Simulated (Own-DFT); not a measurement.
Si47N64 (beta silicon nitride with one vacancy, atoms displaced) (calculated)

All values are calculated (Own-DFT development build). A calculation, not a measurement: plane-wave PBE density functional theory by an unreviewed code, no spin, of a simulated periodic cell, stress positive in tension, free energy of the whole cell less one offset for each atom, some atoms lie very close together, defect cell not probed for a lower state with spin; forces on such cells moved up to 12 meV/angstrom on a denser k mesh; offsets are fitted by least squares, one for each functional and potential file, so energies compare only between cells with the same atoms and settings and are not formation energies; the far tail of each file's local potential was reset to the Coulomb form; each entry is a single point on an unrelaxed cell, so the pressure reflects the starting lattice, mostly measured values (interpolated for alloys), from which strain is counted, and rises with the displacements; printed positions are rounded, which can move forces by about a meV/angstrom; the program, named Own-DFT, is a retired in-house code; no spin-orbit coupling; before rounding, a Quantum ESPRESSO 7.3.1 run of the same cell and cutoff gave forces within 1 meV/angstrom rms on each cell, which checks the program and not the settings.

Settings shared by all entries: functional PBE; potential files PseudoDojo norm-conserving, scalar-relativistic, standard set; wave cutoff 42 hartree; occupations Fermi-Dirac; smearing width 0.1 eV; k mesh 2 x 2 x 4 centred on Gamma.

(1) 
```xyz
111
Lattice="15.2120 0.0000 0.0000 -7.6060 13.1740 0.0000 0.0000 0.0000 5.8180" Properties=species:S:1:pos:R:3:force_x:R:1:force_y:R:1:force_z:R:1 formula=Si47N64 free_energy_of_cell_above_offsets=20.099 pressure=11.71 stress_xx=-14.75 stress_yy=-10.78 stress_zz=-9.61 stress_yz=-1.29 stress_xz=1.37 stress_xy=2.44
Si    -1.5290     5.1130     0.7670     -3.691      2.927      1.169
Si     0.2251     2.7144     0.7281     -0.917     -0.002      5.277
Si     1.4035     5.4695     0.8049     -0.808     -5.202     -6.526
Si     5.3724     1.3997     2.1917     -1.308      2.652     -0.067
Si     3.6201     3.9608     2.1711     -2.687      -4.56      2.161
N      2.5095     0.1998     0.8942     -0.912     -0.754     -2.537
N      6.2124     2.0090     0.6941      1.615      -0.04       3.04
N      2.8327     4.3971     0.7140     -3.156      2.311      2.751
N      1.4744     6.4445     2.0045      0.003     -5.059      6.668
N     -2.5152     4.7306     2.1774       3.85      1.214      1.065
N      1.0042     2.1530     2.2305      -0.78      1.147     -2.175
N     -0.1000     4.4564     0.7510      6.334     -1.556      0.126
N      3.7105     2.0469     2.2038      1.607      2.314      0.118
Si    -1.6457     5.0706     3.7468       1.51      0.991     -2.132
Si     0.3203     2.6799     3.6552      -1.28      1.609     -1.795
Si     1.5148     5.5303     3.6840      -2.27     -4.469     -3.374
Si     5.4416     1.6868     5.0813     -5.075     -4.112      2.302
Si     3.7093     3.9478     5.2406     -6.177     -3.796     -3.912
Si     2.2431     1.2283     5.1746      3.762     -4.589      -0.18
N      2.3141     0.0344     3.7236     -0.088      4.039      2.608
N      6.2062     2.1270     3.7654      2.948     -0.368     -6.003
N      2.7198     4.3065     3.7294      1.636      1.273     -1.442
N      1.4141     6.3772     5.0296       0.32     -0.142      4.186
N     -2.4112     4.6311     5.2198      1.254      1.118     -1.489
N      0.8955     2.1804     5.1719      0.833      0.013     -2.021
N     -0.0197     4.4571     3.7019      1.139      0.688       -0.3
N      3.6902     2.2133     5.1398      2.224      0.107      -0.04
Si    -5.3164    11.5299     0.7916     -5.111       4.42      0.062
Si    -3.5713     9.2945     0.8324     -1.539     -0.554     -4.611
Si    -2.4872    12.0262     0.6574      0.676     -1.656     -0.337
Si     1.5107     7.9636     2.1035      0.295      10.52       2.71
Si    -0.2371    10.6041     2.2334      1.271     -3.457     -0.504
Si    -1.4217     7.6173     2.1936     -0.167      7.072     -1.255
N     -1.2925     6.9186     0.7361     -0.673     -5.184     -1.793
N      2.4865     8.4887     0.8016     -0.207      0.156     -2.252
N     -0.9200    10.9745     0.7694     -3.019      1.573     -2.355
N     -2.3677    12.9048     2.0887      0.949     -0.417      2.524
N     -6.1139    11.0367     2.3066     -4.343     -2.003     -6.227
N     -2.8494     8.7410     2.1044      3.483     -2.249      6.005
N     -3.8944    10.9199     0.7087       7.31      0.616      0.057
N     -0.0061     8.8029     2.1782     -0.304     -1.349      0.279
Si    -5.5091    11.5852     3.6167        5.7       1.17      5.644
Si    -3.5783     9.2646     3.7254      0.008     -1.706     -2.065
Si    -2.3223    12.0045     3.6339     -3.096     -0.337     -0.252
Si     1.6525     8.0009     5.1646     -1.254      3.657     -1.513
Si    -0.1300    10.4705     5.1449     -2.349     -1.948     -0.874
Si    -1.3887     7.7458     5.0562     -2.676      1.671          2
N     -1.4910     6.9139     3.6328     -0.378     -5.787      1.655
N      2.4546     8.5386     3.6666     -3.067     -2.009     -0.072
N     -1.0102    10.9485     3.6633      0.471      0.179      1.728
N     -2.4012    12.9675     5.0609      0.714      1.741     -0.487
N     -6.1727    11.1690     5.1347     -2.921     -1.634      0.728
N     -2.8256     8.7897     5.1526      1.877     -1.296      0.362
N     -3.7280    10.8935     3.6464     -1.073       3.58     -0.311
N     -0.0407     8.6478     5.0516      4.721      3.903      0.465
Si     6.0398     5.1170     0.8148     -0.044      1.195     -2.603
Si     7.8486     2.6491     0.7717     -1.446      1.217     -0.501
Si     9.0206     5.3548     0.6763     -2.087      4.272      0.406
Si    12.9893     1.5478     2.2402     -0.128       -0.6     -1.207
Si    11.2877     3.9383     2.1510     -4.652      -0.47     -0.277
Si     9.9722     1.1512     2.3026      3.605     -1.309     -4.609
N      9.9796     0.2821     0.6268       0.21     -3.715      3.636
N     13.8122     2.0051     0.6568      1.163      0.416      4.884
N     10.3688     4.4367     0.6954      2.678     -1.577      0.213
N      8.9285     6.4958     2.1644      0.364     -2.247     -1.022
N      5.1550     4.5884     2.1495      1.291      1.367      2.263
N      8.7617     2.2345     2.1809     -3.116      0.813      0.278
N      7.5665     4.3770     0.7446      1.519     -0.723     -0.219
N     11.3660     2.2224     2.0263      1.334     -1.114      1.457
Si     5.9211     5.0513     3.6763      3.015      0.247      0.129
Si     7.9488     2.6595     3.6105     -2.621      1.695      2.049
Si     9.0411     5.5073     3.5800      -1.37      0.254     -0.076
Si    13.1885     1.4466     5.1254     -5.242      1.557     -3.822
Si    11.2972     4.0257     5.0530     -4.774     -3.531      0.032
Si     9.7561     1.2022     5.0949      18.57     -11.74     -2.497
N      9.8580     0.1448     3.5951      0.084      1.553      2.431
N     13.8641     2.0794     3.6514     -0.798     -1.251      0.126
N     10.3988     4.4901     3.5838      2.137     -1.202      0.249
N      9.1268     6.4063     5.0351     -0.851     -0.557      1.818
N      5.1141     4.5739     5.1391      6.401      2.896     -0.139
N      8.7111     2.0983     5.1904     -16.86      13.41     -0.769
N      7.6760     4.3499     3.5966     -1.339      1.474      0.462
N     11.2989     2.1743     4.9828      2.122      1.048     -0.025
Si     2.3012    11.6276     0.6722     -4.577      1.636      1.973
Si     4.0570     9.1895     0.6965      1.596     -0.229      1.214
Si     5.0129    12.1918     0.7383      2.347     -5.133       2.19
Si     9.2732     8.1862     2.3127     -3.282     -0.694     -5.269
Si     7.4088    10.5325     2.2575     -1.582     -0.693     -2.709
Si     6.2183     7.8075     2.3119     -0.643     -5.319     -2.318
N      6.1227     6.8267     0.6503      0.665     -0.413      2.699
N     10.0626     8.6671     0.7755     -3.252     -1.442     -0.116
N      6.4916    10.9322     0.6898      0.212      1.189      1.294
N      5.1463    12.8754     2.2712      0.119      4.255     -0.325
N      1.3059    11.2021     2.1624      4.236      1.497      0.029
N      4.8745     8.6773     2.1550     -5.363      3.082       1.24
N      3.7857    10.9246     0.8186      1.193     -0.152     -1.091
N      7.4339     8.7931     2.1902      7.037       3.03      0.185
Si     2.2247    11.6415     3.7834      3.352      1.454     -11.11
Si     3.8866     9.2842     3.6356      5.375     -0.433     -1.083
Si     5.0816    12.0295     3.7737       4.85      0.251     -3.088
Si     9.0735     8.1534     5.1651      11.09     -3.869      0.735
Si     7.3380    10.3733     5.1228      0.599      3.495     -0.679
Si     6.1570     7.7996     5.0226      9.085     -4.751      4.905
N      6.2152     6.8291     3.7894     -0.384     -4.758     -6.014
N     10.0890     8.4884     3.6370      0.746      1.199      4.473
N      6.5004    11.0103     3.5945      0.943     -0.092      2.976
N      5.0793    12.9831     5.1166      0.755      1.694      0.136
N      1.3644    11.2173     4.9192     -3.057      -2.58      9.821
N      4.9418     8.6309     5.0683     -11.72      8.875     -0.088
N      3.8613    11.0344     3.6826     -5.035     -3.847      0.624
N      7.7116     8.7345     4.9573     -9.666      2.938      -0.06
```

Units: free_energy_of_cell_above_offsets in eV; pressure, stress_xx, stress_yy, stress_zz, stress_yz, stress_xz, stress_xy in GPa; force_x, force_y, force_z in eV/Å.

(2) 
```xyz
111
Lattice="15.2120 0.0000 0.0000 -7.6060 13.1740 0.0000 0.0000 0.0000 5.8180" Properties=species:S:1:pos:R:3:force_x:R:1:force_y:R:1:force_z:R:1 formula=Si47N64 free_energy_of_cell_above_offsets=27.604 pressure=12.97 stress_xx=-12.01 stress_yy=-11.22 stress_zz=-15.68 stress_yz=1.06 stress_xz=1.37 stress_xy=0.98
Si    -1.5261     5.1122     0.8548     -3.692      0.417     -4.719
Si     0.2623     2.5337     0.7323      1.236      4.518      0.695
Si     1.3303     5.5882     0.7556     -0.913     -9.133     -6.675
Si     5.5127     1.5341     2.1151     -5.259     -2.609      5.545
Si     3.6344     3.9037     2.1543     -5.042      0.051     -0.705
Si     2.5587     1.1291     2.1835     -5.858     -2.863       3.43
N      2.5715     0.2418     0.7650     -1.644     -3.675      1.413
N      6.1467     1.8302     0.7004      7.253      3.529      1.571
N      2.7050     4.4513     0.7855      1.286     -0.907     -2.791
N      1.4550     6.1151     2.1398      0.048       10.3      8.828
N     -2.4274     4.6470     2.1306     -0.803      0.106      3.931
N      0.9257     2.2603     2.2527      4.737     -3.483     -2.469
N     -0.1340     4.4482     0.7624      7.702      -3.44     -0.328
N      3.7356     2.1481     1.9834      6.326       3.86      1.689
Si    -1.6170     5.1765     3.6401      1.306     -9.118       0.07
Si     0.1703     2.6704     3.6283     -0.161     -2.724       1.95
Si     1.3232     5.3615     3.6739     -0.281       4.24      0.926
Si     5.4880     1.4734     5.1413     -3.375      0.557     -6.672
Si     3.6285     3.8953     5.0040     -5.343     -1.092      1.984
Si     2.4583     1.1143     5.2230     -0.822     -0.553      -5.37
N      2.4173     0.0163     3.6372      0.344      2.987      0.593
N      6.3107     2.0305     3.6124      0.333     -0.515     -0.197
N      2.6300     4.5011     3.5798      9.641     -5.089      1.203
N      1.2902     6.3938     5.1523       0.25      2.506     -3.412
N     -2.2663     4.7193     5.1038      -4.54     -2.479      0.219
N      1.0276     2.1473     5.0946      0.605     -0.788     -0.196
N      0.1986     4.2691     3.5950     -7.579      2.898       0.62
N      3.8591     2.0683     5.1407      0.164      3.763     -1.453
Si    -5.4538    11.6476     0.8573      1.054      0.211     -2.302
Si    -3.7241     9.1904     0.6540       3.81      3.019      1.513
Si    -2.4293    12.0689     0.8548     -1.636     -4.581     -12.37
Si     1.7053     8.0074     2.1352     -2.423     -1.594     -1.505
Si    -0.0525    10.4685     2.1820     -7.143      1.512       0.05
Si    -1.4306     7.8351     2.1782      1.431     -2.361     -1.039
N     -1.3651     6.7515     0.6422     -0.315      5.226      2.324
N      2.4300     8.5764     0.6788      0.909      0.289     -0.253
N     -1.0876    11.1071     0.7673      5.291     -3.834     -0.321
N     -2.4713    12.7814     2.1206      1.023      9.962      11.37
N     -6.1111    11.0459     2.3124     -1.903      0.301     -1.649
N     -2.8400     8.7397     2.2861      1.377     -1.499     -5.498
N     -3.7592    10.9715     0.8074     -1.929     -1.613         -1
N      0.0666     8.8382     2.1960     -0.357     -4.175     -0.094
Si    -3.6469     9.3043     3.5420     -3.938     -0.121      3.841
Si    -2.4048    11.8755     3.6084     -3.413      2.675       1.54
Si     1.4718     8.1701     5.0910      6.025     -4.387      0.008
Si    -0.2648    10.3587     5.2314     -1.636      6.189     -2.256
Si    -1.3610     7.7771     5.0000     -1.902     -2.465      2.763
N     -1.4650     6.6876     3.7101      1.724      9.995     -3.072
N      2.3412     8.4731     3.5834      2.171       1.32      2.685
N     -0.9993    11.0053     3.5608       3.51      -2.18      2.344
N     -2.3794    13.0578     5.1118      0.184     -6.033     -0.676
N     -6.3017    11.2073     4.9838      1.568       0.65      3.767
N     -2.6924     8.8806     5.0422     -1.542     -0.624      0.515
N     -3.8952    10.9447     3.5738      1.805       1.48      0.662
N      0.0171     8.7538     5.1609     -3.367      1.052     -0.442
Si     6.0353     5.0217     0.6293      0.999     -0.843      1.998
Si     7.7443     2.6072     0.7622      0.985      2.008     -0.562
Si     9.0284     5.5342     0.7406      -0.41     -5.531     -0.909
Si    12.8665     1.4871     2.2091      7.006      2.397     -0.595
Si    11.2781     3.9324     2.2450     -2.504     -0.653     -2.547
Si     9.9368     1.1817     2.3163      4.874     -2.603     -2.246
N     10.1502     0.3241     0.6045     -1.305     -5.657      9.203
N     13.9684     1.9788     0.8121     -7.383     -3.559      -1.58
N     10.3174     4.3122     0.7618      1.476      0.469     -0.117
N      8.8908     6.2990     2.2201      0.092      6.523     -7.321
N      5.1538     4.5069     2.0175      3.152      1.102      2.995
N      8.6581     2.1830     2.2642      0.169     -1.116     -5.533
N      7.6496     4.3249     0.8237     -1.441      0.854     -0.586
N     11.4143     2.1039     2.1998      -4.57      4.182      0.309
Si     6.0918     5.0394     3.4926     -1.224      1.093      1.091
Si     8.0306     2.6331     3.6098     -6.684      4.756       5.94
Si     9.0616     5.5312     3.5002     -4.026     -2.074      9.572
Si    12.9783     1.4716     5.1057      3.727      2.263     -0.071
Si    11.1189     3.8673     4.9564      2.893      2.759      5.263
Si    10.0365     1.1497     5.1357      0.041      5.185     -3.177
N     10.1809     0.2307     3.7788     -1.877     -2.335     -4.179
N     13.7967     1.9865     3.5759     -0.978      -0.58      2.603
N     10.3139     4.5892     3.6848      5.629     -4.628     -2.378
N      9.1041     6.3667     5.1281     -0.093      0.832     -0.818
N      5.0869     4.5813     5.1826      3.496      1.331     -4.593
N      8.6582     2.2665     5.1463      1.099     -1.951     -0.088
N      7.6943     4.4702     3.7532     -0.327     -1.815     -1.085
N     11.4645     2.2270     5.0619     -1.719     -1.198     -0.079
Si     2.1702    11.6598     0.6754      3.418      2.146       3.13
Si     4.1320     9.3355     0.6920     -1.053     -1.467     -0.027
Si     5.1504    12.1828     0.6367     -0.212      -7.84      10.83
Si     9.1098     8.0401     2.0917     -2.273      1.243       6.84
Si     7.4032    10.4540     2.1682       1.92      3.102       2.59
Si     6.1445     7.7011     2.1422      1.785       3.93     -0.084
N      6.1974     6.7085     0.7969      0.256     -0.247     -1.373
N      9.9234     8.6473     0.8678      2.283     -0.539     -4.654
N      6.5857    10.8880     0.7762     -4.352      3.175      0.027
N      5.2738    13.0407     2.3016     -0.959     -2.178     -4.774
N      1.3984    11.1184     2.1445      3.165       2.95     -0.088
N      4.8931     8.8769     2.1283     -1.818     -0.623       1.72
N      3.7358    10.9727     0.7344       2.09      2.316     -0.473
N      7.5932     8.8577     2.2331     -0.858     -6.068     -1.062
Si     2.1288    11.5292     3.6469      2.853      3.011     -1.723
Si     3.9520     9.2005     3.7150      2.424      0.465     -2.278
Si     5.1270    12.1396     3.6393      1.034     -6.466      -0.77
Si     9.2151     8.0745     5.2107     -0.938      1.143     -4.287
Si     7.3276    10.6061     5.1665      2.411      -2.52     -4.066
Si     6.2483     7.7135     5.2558      4.785     -2.951     -4.048
N      6.1510     6.8845     3.5046     -0.036      -5.14      5.265
N      9.9040     8.4905     3.5928      2.595     -0.117      1.536
N      6.5996    11.0183     3.6000      -2.26       1.02      1.351
N      5.3107    12.8341     5.1183      0.226      7.577     -5.434
N      1.4974    11.3075     5.1081     -6.814     -3.718     -0.825
N      4.9592     8.5640     5.0779     -8.162      5.901      0.015
N      3.7230    10.9839     3.6110      1.823     -1.235      0.548
N      7.6317     8.6593     5.1080     -0.729      2.239      1.022
```

Units: free_energy_of_cell_above_offsets in eV; pressure, stress_xx, stress_yy, stress_zz, stress_yz, stress_xz, stress_xy in GPa; force_x, force_y, force_z in eV/Å.
